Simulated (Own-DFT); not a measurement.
# Strain and stress in 2H SiC, 32 atoms (C16Si16)

These are calculations, not measurements. They come from Own-DFT, an in-house plane-wave density functional program, since retired, whose code no person has reviewed. Each row is one single-point run on a periodic cell that was not relaxed, without spin or spin-orbit coupling.

Settings of every run: PBE; PseudoDojo norm-conserving scalar-relativistic files; cutoff 42 hartree; 5 x 5 x 3 k mesh centred on Gamma; Fermi-Dirac smearing of 0.1 eV.

Known limits: forces on such cells passed a denser k mesh, each cell not checked; stress not checked against mesh or cutoff.

Unstrained cell vectors in Å: (6.165, 0.000, 0.000); (-3.083, 5.339, 0.000); (0.000, 0.000, 10.068). The unstrained cell has measured lattice constants (interpolated for alloys), not those of this functional. That, the random moves and any unrelaxed bonds set the pressure at no strain. Each run strains this cell uniformly, with the atoms carried along. Every atom was also moved at random, by a Gaussian of width 0.05 Å on each axis. Strain is the symmetric tensor, in per cent. Stress is positive in tension, and the pressure is minus a third of its trace.

```
run  e_xx (%)  e_yy (%)  e_zz (%)  e_yz (%)  e_xz (%)  e_xy (%)  s_xx (GPa)  s_yy (GPa)  s_zz (GPa)  s_yz (GPa)  s_xz (GPa)  s_xy (GPa)  P (GPa)  E (meV/atom)
  1      0.13      0.35      0.88      1.71      1.71     -0.99       -4.53       -1.68       -1.27        5.26        4.46       -5.64     2.49          18.7
  2     -0.36     -0.58     -0.26     -1.64      0.37     -0.22       -5.46       -7.00      -12.74       -4.06        0.74       -0.88     8.40          31.1
  3      0.41     -1.90     -1.93     -0.16      0.06     -0.72       -4.82      -18.60      -19.92       -1.03        1.05       -6.29    14.44          60.9
  4      1.89      0.78      0.92     -0.18      0.41      1.59        3.20        3.16       -0.15       -0.71        0.09        9.12    -2.07          13.3
  5     -1.51      1.09     -0.36      0.80      0.80      1.80      -11.91       -0.04      -11.55        2.14        2.62        9.28     7.83          27.3
  6      0.56      1.63     -1.87      1.39     -1.02     -0.65       -0.81        5.71      -19.54        3.73       -2.28       -2.92     4.88          28.8
  7      1.18      0.42     -0.30     -0.44      1.99      1.92        0.13       -0.80       -7.67       -2.08        7.59        8.13     2.78          24.0
  8     -1.33      0.96     -0.35      0.36     -0.58      0.52      -11.59       -0.48       -8.78        1.38       -2.61        1.04     6.95           6.2
  9     -0.62     -0.72      1.31     -0.41     -0.44      0.67       -8.94       -9.81        1.45       -0.69        0.01        1.72     5.77          21.8
 10     -1.87     -0.11     -1.37     -1.28      1.34     -0.17      -13.06       -5.63      -20.64       -5.34        3.75        0.69    13.11          17.5
 11     -0.71      1.76     -0.80     -0.97      1.56      1.61      -10.41        4.83       -8.08       -2.45        5.09        5.18     4.55          17.8
 12     -1.44     -1.33      1.55     -0.20      0.46     -1.24      -12.54      -15.28        1.18        0.15        1.36       -7.07     8.88          24.0
 13      1.04     -1.91     -0.96      1.40      0.93     -1.58       -1.32      -12.68      -13.93        3.80        3.49       -8.20     9.31           7.5
 14      1.32      1.25      1.40      0.51      1.95      1.55        3.99        4.32        1.84        1.06        5.78        5.80    -3.38           0.0
 15     -1.70     -1.29     -0.51     -0.92     -1.12     -1.24      -18.87      -13.44      -10.13       -3.45       -3.45       -4.82    14.15          46.6
 16      0.22     -0.91      1.54     -0.48     -0.06     -1.94       -2.37       -8.94        0.51       -0.33       -1.36       -8.28     3.60           5.8
 17     -1.97      0.80      0.87     -0.08      1.35      0.02      -16.90       -3.56       -0.74        0.59        6.98       -1.24     7.07          48.7
 18     -1.20      1.15      1.33      1.38      1.36     -0.98           ?           ?           ?           ?           ?           ?        ?             ?
```

E is the free energy for each atom above the lowest run shown.

## Worked fit

Each stress component was fitted by least squares to a constant and the strains of the runs shown, as fractions, with shears doubled. Shear strains stay in the fit of a normal stress only where such slopes are resolved. The slopes, in GPa:

```
stress,at no strain,per e_xx,per e_yy,per e_zz,scatter
s_xx,-5.4,530 ± 38,50 ± 39,23 ± 40,1.88
s_yy,-4.4,128 ± 28,593 ± 29,2 ± 30,1.39
s_zz,-7.5,37 ± 42,66 ± 43,650 ± 44,2.06
```

Each shear stress against twice its own strain: yz 144 ± 10, xz 162 ± 17, xy 221 ± 25 GPa. These are stiffnesses along x, y and z of the frame in which the cell vectors are given, which need not be the crystal's axes. The atoms are held to the strained lattice; where symmetry lets them move under strain, relaxing them would lower some slopes. The table should be nearly symmetric about its diagonal, and what it lacks of that shows the noise. A ninth of its sum, 231 ± 5 GPa, estimates the bulk modulus near the mean pressure of these runs, 6.4 GPa, so it lies above the value at zero pressure.

## Withheld run

Question: what normal stresses and pressure should run 18 give?

The fit gives s_xx = -10.8, s_yy = 0.9, s_zz = 1.5 and P = 2.8 GPa. The calculation gave -11.64, 2.53, 0.72 and P = 2.80 GPa.
